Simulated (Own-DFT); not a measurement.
## Calculated data, Al3GaN4 (wurtzite random alloy, strained, atoms displaced)

All values are calculated (Own-DFT development build). A calculation, not a measurement: plane-wave PBE density functional theory by an unreviewed code, no spin, of a simulated periodic cell, stress positive in tension, free energy of the whole cell less one offset for each atom, forces on such cells passed a denser k mesh, this cell's mesh not checked; offsets are fitted by least squares, one for each functional and potential file, so energies compare only between cells with the same atoms and settings and are not formation energies; the far tail of each file's local potential was reset to the Coulomb form; each entry is a single point on an unrelaxed cell, so the pressure reflects the starting lattice, mostly measured values, from which strain is counted, and rises with the displacements; printed positions are rounded, which can move forces by about a meV/angstrom; the program is a retired in-house code; no spin-orbit coupling.

Settings shared by all entries: functional PBE; potential files PseudoDojo norm-conserving, scalar-relativistic, standard set with the stringent files for Ga; wave cutoff 96 hartree; occupations Gaussian; smearing width 0.01 eV; k mesh 4 x 4 x 3 centred on Gamma.

(1) 
```xyz
72
Lattice="9.4877 0.0000 0.0000 -4.7438 8.2166 0.0000 0.0000 0.0000 10.0655" Properties=species:S:1:pos:R:3:force_x:R:1:force_y:R:1:force_z:R:1 formula=Al3GaN4 free_energy_of_cell_above_offsets=-22.011 pressure=2.61 stress_xx=-0.46 stress_yy=-2.11 stress_zz=-5.24 stress_yz=0.57 stress_xz=0.23 stress_xy=0.33
Al     0.0466     1.8173    10.0308      0.046      1.716      0.308
Ga     1.6361     0.8128     2.5087     -1.273      2.657      0.987
N      0.0429     1.8404     1.9627     -0.662     -0.137     -0.954
N      1.5578     0.9000     4.4495      0.645      1.019      0.307
Al    -0.0081     1.8368     4.9662     -0.187      0.041      0.639
Al     1.5986     0.9412     7.5156      0.229      0.357      0.104
N      0.0672     1.8502     6.9722     -0.929     -0.288     -1.235
N      1.6112     0.9724     9.3918     -0.085      -1.45      1.089
Al    -1.6660     4.6008    10.0513      2.615     -1.491      1.048
Al     0.0557     3.6405     2.5050     -0.382      0.864     -0.614
N     -1.5226     4.6574     1.9848     -1.262     -1.463     -0.933
N     -0.0709     3.6764     4.3973      2.953     -1.164      0.062
Ga    -1.5452     4.5547     5.0433     -1.272     -0.542      0.034
Al     0.0735     3.6891     7.4578     -2.904     -1.498      2.645
N     -1.5610     4.5350     6.9540     -0.635      0.401       0.94
N      0.0510     3.7386     9.4654     -1.016     -1.108     -0.486
Al    -3.2386     7.2913     0.0276      2.724      1.232     -0.818
Al    -1.6062     6.4151     2.5443      1.042     -0.194     -0.519
N     -3.1470     7.3429     1.9042     -0.157     -2.951     -0.364
N     -1.6428     6.3352     4.4794      2.524      0.936     -1.738
Ga    -3.0587     7.3008     5.0243     -2.404      0.723      0.609
Al    -1.6216     6.3661     7.5795      1.328     -0.137      0.512
N     -3.1019     7.3613     6.9797     -1.371     -1.336      0.235
N     -1.5180     6.3132     9.5526     -2.332      1.954     -1.718
Al     3.1247     1.8330     0.0629     -0.121     -1.098     -1.322
Ga     4.7062     0.8723     2.5131      0.624      0.827      0.112
N      3.1047     1.7966     1.8633      1.313      1.237      1.299
N      4.6861     0.8229     4.4613     -0.287      1.091     -0.001
Al     3.1454     1.9082     5.0272      0.074     -2.389     -0.347
Al     4.6682     0.9680     7.7191      0.775      -0.81     -4.036
N      3.1722     1.8794     6.8833      0.143     -0.848      0.957
N      4.7189     0.8628     9.4854     -0.355      2.272      0.983
Al     1.5743     4.6455    10.0486      0.288     -1.531     -0.723
Al     3.1610     3.6933     2.4393     -0.811     -0.908      0.546
N      1.6202     4.5399     1.8059     -0.258      0.272      1.698
N      3.0593     3.6233     4.4425      1.818      0.111       -1.3
Al     1.6588     4.5107     5.0748     -2.819      1.678     -1.424
Al     3.1152     3.6394     7.4481      0.493     -0.652      2.342
N      1.5327     4.4498     6.9210      2.967      2.388     -0.743
N      3.2129     3.5051     9.4972      0.307      3.428     -1.334
Ga     0.0395     7.3341    10.0546     -0.868     -1.616     -0.191
Ga     1.5974     6.4574     2.4981     -0.172     -1.368        0.1
N      0.0274     7.3179     1.8467     -1.435     -0.467      1.847
N      1.5983     6.3989     4.3963     -0.211     -0.429      2.486
Al    -0.0366     7.2720     5.0656      0.484      -0.45     -0.167
Ga     1.6399     6.4502     7.4826     -2.317     -1.231      1.015
N     -0.0048     7.2920     6.9444     -1.124      0.558      0.529
N      1.5256     6.3896     9.4219      2.241      0.037     -0.274
Al     6.2150     1.8405    10.0059      2.387     -0.372       1.12
Al     7.8950     1.0257     2.5052      1.262     -1.865      0.382
N      6.3912     1.8676     1.9796     -1.729      0.644     -1.694
N      7.9031     0.8833     4.4473      0.189       0.32     -0.008
Al     6.2864     1.6993     4.9751      0.183      1.175      0.821
Al     7.9548     0.9141     7.5040      0.104      1.341      0.894
N      6.3396     1.7121     6.9535     -0.841      1.252      0.173
N      7.9890     0.9416     9.4510     -1.441      0.767      -0.65
Al     4.8218     4.5661    10.0504     -1.312      -0.61      0.201
Al     6.2916     3.6817     2.5484      1.319     -0.035     -0.106
N      4.7233     4.5383     1.9859      0.977      0.629      -1.43
N      6.3481     3.6190     4.4137     -1.088     -0.953      0.796
Ga     4.7329     4.5573     5.1070       0.51     -0.392     -2.692
Al     6.3100     3.6406     7.5063      1.814     -1.548     -0.027
N      4.7731     4.4872     6.9786     -1.297      1.318      0.721
N      6.3831     3.6070     9.4070     -1.319      0.609      0.445
Ga     3.1893     7.3757     0.0064      -0.61     -0.888      0.332
Al     4.8192     6.3690     2.5363     -1.692      0.549     -1.634
N      3.1211     7.3451     1.9405       2.37      0.868     -0.058
N      4.7152     6.3666     4.3163     -0.132      0.574      3.464
Al     3.1793     7.3410     5.1444     -0.321     -0.498     -4.426
Al     4.7134     6.3328     7.3803      1.218      1.403      2.166
N      3.1301     7.3617     6.9125      2.597     -0.858      1.073
N      4.8026     6.4107     9.5443     -1.128     -1.677     -2.057
```

Units: free_energy_of_cell_above_offsets in eV; pressure, stress_xx, stress_yy, stress_zz, stress_yz, stress_xz, stress_xy in GPa; force_x, force_y, force_z in eV/Å.

(2) 
```xyz
72
Lattice="9.4877 0.0000 0.0000 -4.7438 8.2166 0.0000 0.0000 0.0000 10.0655" Properties=species:S:1:pos:R:3:force_x:R:1:force_y:R:1:force_z:R:1 formula=Al3GaN4 free_energy_of_cell_above_offsets=-22.175 pressure=2.58 stress_xx=-0.85 stress_yy=-2.46 stress_zz=-4.44 stress_yz=-0.27 stress_xz=-0.99 stress_xy=-1.33
Al    -0.0423     1.8568    10.0318      0.453     -1.432      0.692
Al     1.6195     0.8962     2.5733     -0.601      0.028      -0.94
N      0.0427     1.8086     2.0655     -0.822      0.142     -1.648
N      1.6163     0.9478     4.4357      0.702     -1.271      0.417
Ga     0.0014     1.7930     5.0034      0.198      0.923      0.896
Al     1.5768     0.9833     7.6137     -0.616     -0.701      -0.93
N     -0.0581     1.9263     7.0968      0.627     -4.433     -2.149
N      1.6336     0.8343     9.4578     -0.255      1.322      1.262
Ga    -1.5813     4.5577     0.0248        0.3     -0.451       0.35
Al     0.0165     3.6452     2.5765       0.02      0.376       -2.3
N     -1.5702     4.6541     2.0007     -0.536     -3.014     -0.205
N      0.0785     3.7167     4.3444     -3.895     -1.974      1.509
Al    -1.5834     4.4811     5.0150      0.585      1.334      0.311
Ga     0.0286     3.6377     7.5698     -0.883      1.696     -1.478
N     -1.5817     4.4859     6.9448     -1.139      1.931     -0.275
N      0.0335     3.6261     9.3593      0.222      0.239      4.428
Al    -3.1462     7.2321    10.0411     -0.409      1.165       0.45
Al    -1.6000     6.3301     2.5812      0.489      2.348     -0.607
N     -3.2672     7.2865     1.9180       3.66      1.252     -0.682
N     -1.4948     6.4667     4.4332     -2.496     -1.611      0.464
Al    -3.1615     7.2852     5.0245      0.367      0.308      0.272
Al    -1.5680     6.4090     7.6050     -0.527     -0.621     -1.156
N     -3.1546     7.3545     6.9719     -0.114     -0.662     -0.014
N     -1.4939     6.4277     9.5505     -2.948     -1.274     -2.045
Al     3.1439     1.8648     0.0662      0.412     -0.625     -0.953
Al     4.6420     0.9035     2.5544      2.529     -1.109     -1.396
N      3.2046     1.8548     1.9654     -1.457     -0.555     -0.811
N      4.8060     0.9803     4.3561     -2.137     -1.661      1.419
Al     3.2217     1.8445     5.0283     -0.293     -0.426      0.132
Al     4.6667     0.8717     7.5943      0.944      1.216     -0.731
N      3.1161     1.8285     6.9488       0.73     -0.663     -0.294
N      4.7755     0.8621     9.5072     -1.226      1.103     -0.658
Al     1.5585     4.5594     0.0054      0.607      0.113      0.127
Al     3.1164     3.6324     2.5204     -0.109      1.146      0.068
N      1.5575     4.6498     1.9457       0.06     -2.438     -1.048
N      3.1759     3.6011     4.4003      0.778      0.394      0.443
Ga     1.5325     4.4635     5.0152      2.679      2.473      0.405
Ga     3.0856     3.6903     7.4789      1.279     -0.745      0.814
N      1.5493     4.5330     6.9305     -0.354      2.153      0.148
N      3.2597     3.6616     9.4294     -3.121     -1.223      0.546
Al    -0.0584     7.3133     9.9595      3.054      0.066      2.967
Al     1.5198     6.4111     2.4317      0.942     -0.596       2.22
N      0.0205     7.2054     1.9442     -2.652      2.395      -1.15
N      1.5443     6.3527     4.4485      0.915      1.205     -0.201
Al    -0.0026     7.2716     5.0403      1.476      0.963     -0.759
Al     1.5169     6.4255     7.5491      1.033     -0.806     -0.377
N     -0.0248     7.3210     6.9115     -0.257     -0.187      1.235
N      1.5630     6.3567     9.4674     -0.834     -0.006     -0.777
Al     6.2661     1.8174     0.0072      1.609     -1.062      0.599
Al     7.8558     0.8237     2.5703      0.761      0.753     -0.522
N      6.3816     1.7671     1.9267     -1.229      0.905      0.277
N      7.8755     0.8854     4.5048      0.741       -0.1     -1.188
Ga     6.3021     1.8396     5.0249      0.241     -0.203      0.283
Al     7.8912     0.7947     7.4477       0.06       2.84      1.914
N      6.3444     1.7989     6.8971     -1.096      0.131      2.273
N      7.9262     0.8249     9.4807     -0.611      3.115     -1.141
Ga     4.7009     4.6193    10.0076      1.359     -0.134      1.159
Al     6.3275     3.6251     2.6144     -0.411     -0.115     -3.036
N      4.6435     4.5358     1.9152      1.559     -0.571       0.36
N      6.2935     3.6439     4.4096      0.842      1.262      1.019
Al     4.7745     4.6055     4.9660     -1.317     -1.164      0.811
Al     6.2816     3.6751     7.5639      0.504      -1.18     -0.262
N      4.6991     4.5936     6.9524      1.376     -0.434     -0.951
N      6.3377     3.5669     9.4996     -0.203      1.193     -1.007
Ga     3.1594     7.3288     0.0095      -0.89     -0.963      0.368
Ga     4.7467     6.4052     2.4023     -2.268      -1.44      1.674
N      3.0763     7.2613     1.9357      0.615       0.85      0.397
N      4.7187     6.3393     4.4450      0.842      1.775       0.16
Al     3.2126     7.3484     5.0448     -1.515     -2.247     -0.156
Al     4.7467     6.3438     7.5109     -0.112      1.565      0.326
N      3.1606     7.2998     6.9636     -0.024     -1.634      -0.67
N      4.7080     6.4625     9.4400      1.787     -0.948     -0.679
```

Units: free_energy_of_cell_above_offsets in eV; pressure, stress_xx, stress_yy, stress_zz, stress_yz, stress_xz, stress_xy in GPa; force_x, force_y, force_z in eV/Å.

(3) 
```xyz
72
Lattice="9.4877 0.0000 0.0000 -4.7438 8.2166 0.0000 0.0000 0.0000 10.0655" Properties=species:S:1:pos:R:3:force_x:R:1:force_y:R:1:force_z:R:1 formula=Al3GaN4 free_energy_of_cell_above_offsets=-22.732 pressure=2.48 stress_xx=1.82 stress_yy=-0.4 stress_zz=-8.87 stress_yz=-1 stress_xz=-0.78 stress_xy=0.44
Al    -0.0265     1.8491     0.0615      1.784      0.894     -2.268
Al     1.6452     0.9001     2.5408     -0.232      0.834      -1.17
N     -0.0221     1.9179     1.8501        0.3     -3.681      1.675
N      1.6450     0.8731     4.3925      0.275       1.95     -0.253
Ga     0.0583     1.8303     5.0378     -0.348     -0.441       0.54
Al     1.5861     0.9052     7.5444       0.25     -0.397      -1.15
N     -0.0446     1.7461     7.0231      0.535      0.953     -0.472
N      1.6600     0.9225     9.3654     -1.802     -0.535      2.107
Al    -1.6013     4.6358     0.0667      0.991     -0.702     -1.575
Al    -0.0367     3.5314     2.5167      0.965      3.719     -0.133
N     -1.5507     4.5866     1.9117     -0.523     -0.827       0.52
N     -0.0239     3.6856     4.4078      0.895     -0.587     -0.372
Al    -1.5505     4.4767     5.0539     -0.202      2.334     -0.075
Al    -0.0019     3.6144     7.5707     -0.191      0.637      0.092
N     -1.5289     4.5886     6.8855     -0.448     -1.515      1.025
N      0.0105     3.6831     9.4896     -0.074     -0.003      0.117
Al    -3.1905     7.2919     0.0139      0.705      1.018     -0.004
Al    -1.5634     6.3401     2.5748       0.48      0.607     -0.158
N     -3.0856     7.3092     1.9802     -1.421      0.219     -1.158
N     -1.5668     6.3745     4.4374      0.233      -1.19      -0.42
Ga    -3.1857     7.3141     4.9186      2.142     -0.435      2.013
Ga    -1.6576     6.3947     7.6121      1.554     -0.292     -2.563
N     -3.1500     7.2959     6.9313     -1.661      0.745      0.224
N     -1.6197     6.4444     9.4350      -0.27     -0.999       2.78
Ga     3.1770     1.8284    10.0474     -0.216      0.146     -0.688
Al     4.7510     0.9919     2.5224     -0.108     -0.974      0.009
N      3.1865     1.9958     1.8368      0.094     -4.348      1.432
N      4.7578     0.8556     4.4810      0.065      1.991     -1.779
Al     3.2127     1.7983     5.0237     -0.324     -0.162     -0.054
Al     4.7597     0.9092     7.5603     -0.382     -1.427     -1.204
N      3.2206     1.7906     6.8627     -0.563      0.662      1.975
N      4.7287     0.8872     9.4614      1.816      0.675     -0.532
Al     1.6548     4.5744     0.0121     -1.084     -0.453     -1.231
Ga     3.1917     3.6714     2.4780     -0.382      1.954      1.404
N      1.6089     4.5401     1.8144     -0.799      0.988      2.249
N      3.0983     3.5771     4.4734        1.3      1.216     -0.191
Al     1.5784     4.5652     5.0058     -0.003     -0.345      1.077
Al     3.1789     3.6268     7.6604     -0.563      0.441     -5.244
N      1.5241     4.6428     6.9855      1.055     -2.381     -0.572
N      3.2379     3.6684     9.3702      0.012      0.721      3.464
Ga     0.0312     7.2811     0.0181     -0.437     -0.248      0.418
Al     1.6152     6.4507     2.6316     -1.083      -1.82     -2.585
N      0.0531     7.2679     1.9848     -0.664      1.164      0.162
N      1.6097     6.3530     4.4028      1.582     -0.461      0.999
Ga     0.0717     7.2680     4.9831     -1.394     -0.455      1.293
Al     1.6010     6.3606     7.5905      -0.39      0.926     -0.864
N      0.0407     7.2067     6.9129      0.157      1.712      1.533
N      1.6083     6.3753     9.4709      1.112       0.18      0.252
Al     6.3503     1.8023     9.9871      0.233      0.269      0.909
Al     7.8850     0.9205     2.5435      0.407      0.357     -0.772
N      6.3400     1.8578     1.9176     -0.003     -0.231     -0.523
N      7.9726     0.8263     4.3822     -0.591       0.83      0.309
Ga     6.3460     1.8960     5.0702      0.187     -1.174     -1.404
Al     7.8473     0.8512     7.5970      1.344      0.288     -0.704
N      6.3587     1.8001     6.9224     -0.603      -0.65        1.8
N      8.0301     0.9488     9.4730     -2.517     -1.581       0.53
Al     4.7886     4.5630    10.0377      0.196     -0.124      0.414
Al     6.3612     3.6434     2.5608      0.022      0.771     -1.047
N      4.8213     4.6055     1.9631      0.101      0.248     -1.322
N      6.3695     3.7235     4.4000     -0.726     -0.536      0.651
Al     4.7924     4.6135     5.0591     -0.806     -0.458     -1.103
Ga     6.3053     3.5895     7.5984      0.637      1.616     -4.467
N      4.7075     4.6691     6.8816     -0.191     -2.094      1.325
N      6.3791     3.6407     9.3280     -0.493      0.234      5.757
Al     3.1581     7.2589     0.1091     -0.028      0.662     -1.768
Al     4.6212     6.4367     2.4630      3.455     -1.121      1.569
N      3.1335     7.2824     1.9764     -0.334      1.425     -0.713
N      4.8134     6.4199     4.4550     -3.236     -1.503     -1.708
Al     3.1907     7.2728     5.0157      0.081      0.059      0.426
Al     4.7371     6.3577     7.5341      0.041      2.034     -0.214
N      3.1333     7.3446     6.8911      0.258     -1.131      1.075
N      4.7381     6.3941     9.4796     -0.171     -0.199      0.334
```

Units: free_energy_of_cell_above_offsets in eV; pressure, stress_xx, stress_yy, stress_zz, stress_yz, stress_xz, stress_xy in GPa; force_x, force_y, force_z in eV/Å.
